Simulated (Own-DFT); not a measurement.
# Short bonds, stiff crystals?

Calculated, not measured: single-point runs of Own-DFT, a retired in-house plane-wave DFT program that no person has reviewed, on unrelaxed cells, without spin or spin-orbit coupling.

Known weak points (not all hold for every row): forces on such cells moved up to 12 meV/angstrom on a denser k mesh; forces not confirmed at this smearing and k mesh; k mesh not checked against a denser one; forces on such cells passed a denser k mesh, each cell not checked; stress not checked against mesh or cutoff.

All runs are PBE with PseudoDojo norm-conserving files; cutoff and k mesh are each material's own. Every cell starts from measured lattice constants and was given uniform random strains and small random moves of its atoms. Each triple is the change of volume in per cent, the rms move u in Å and the pressure in GPa.

- 3C SiC (C32Si32), 10.36 Å³/atom unstrained: (-3.95, 0.049, 15.78); (-2.73, 0.046, 12.34); (-2.37, 0.047, 11.14); (-0.90, 0.053, 8.00); (-0.80, 0.056, 8.17); (-0.78, 0.051, 7.73); (1.57, 0.048, 1.74)
- wurtzite AlN (Al36N36), 10.45 Å³/atom unstrained: (-3.06, 0.046, 12.62); (-2.27, 0.046, 10.50); (-1.97, 0.049, 9.86); (-1.45, 0.045, 8.91); (-0.74, 0.049, 7.07); (1.42, 0.045, 2.75); (1.64, 0.050, 2.76)
- wurtzite GaN (Ga48N48), 11.42 Å³/atom unstrained: (-2.96, 0.050, 13.66); (-1.23, 0.045, 10.10); (-0.96, 0.051, 9.21); (-0.22, 0.054, 7.89); (-0.16, 0.052, 7.48); (0.48, 0.050, 6.15); (1.46, 0.051, 4.84)
- diamond silicon (Si64), 20.02 Å³/atom unstrained: withheld
- zincblende GaAs (As32Ga32), 22.58 Å³/atom unstrained: (-1.27, 0.052, 5.18); (-0.29, 0.045, 4.36); (0.52, 0.050, 3.54); (1.37, 0.050, 3.06); (2.23, 0.050, 2.45); (2.96, 0.048, 1.97); (3.09, 0.050, 2.05)
- grey tin (Sn64), 34.15 Å³/atom unstrained: (-2.37, 0.049, 4.99); (-1.73, 0.051, 4.86); (-0.96, 0.050, 4.22); (0.06, 0.049, 3.65); (0.32, 0.054, 3.64); (0.97, 0.051, 3.26); (1.80, 0.050, 2.95)

## Analysis

Fit a line to each set against the fractional change of volume; B is minus its slope, and u is nearly the same within a set. To take it to zero pressure, assume that B rises by 4 GPa for each GPa: B0 = B - 4 x (mean pressure). The bond length of an ideal tetrahedral crystal with the unstrained volume v is d = (√3/4)(8 v)^(1/3). Cohen's empirical rule reads B0 = (1971 - 220 L) d^(-3.5) GPa, with L = 0 for group IV crystals and SiC and 1 for III-V compounds.

| material | L | d (Å) | B (GPa) | mean P (GPa) | B0 (GPa) | rule (GPa) |
|---|---|---|---|---|---|---|
| 3C SiC (C32Si32) | 0 | 1.888 | 248 ± 7 | 9.3 | 211 ± 7 | 213 |
| wurtzite AlN (Al36N36) | 1 | 1.893 | 209 ± 6 | 7.8 | 178 ± 6 | 188 |
| wurtzite GaN (Ga48N48) | 1 | 1.950 | 205 ± 8 | 8.5 | 171 ± 8 | 169 |
| diamond silicon (Si64) | 0 | 2.352 | ? | ? | ? | 99 |
| zincblende GaAs (As32Ga32) | 1 | 2.448 | 73 ± 3 | 3.2 | 60 ± 3 | 76 |
| grey tin (Sn64) | 0 | 2.810 | 52 ± 3 | 3.9 | 36 ± 3 | 53 |

A line through ln[B0/(1971 - 220 L)] against ln d has a slope of -4.4 ± 0.1 and a scatter of 4 %. Against the rule, B0 stands at 99 % for 3C SiC, 95 % for wurtzite AlN, 101 % for wurtzite GaN, 78 % for zincblende GaAs, 68 % for grey tin. PBE tends to make silicon and heavier crystals too soft, and the rule itself is only a guide.

## The run left out

Q: what B0 does the fitted trend give for diamond silicon (Si64)?

From the line: 80 GPa. Its own runs give B = 96 ± 2 GPa at a mean pressure of 2.1 GPa, so B0 = 87 GPa.
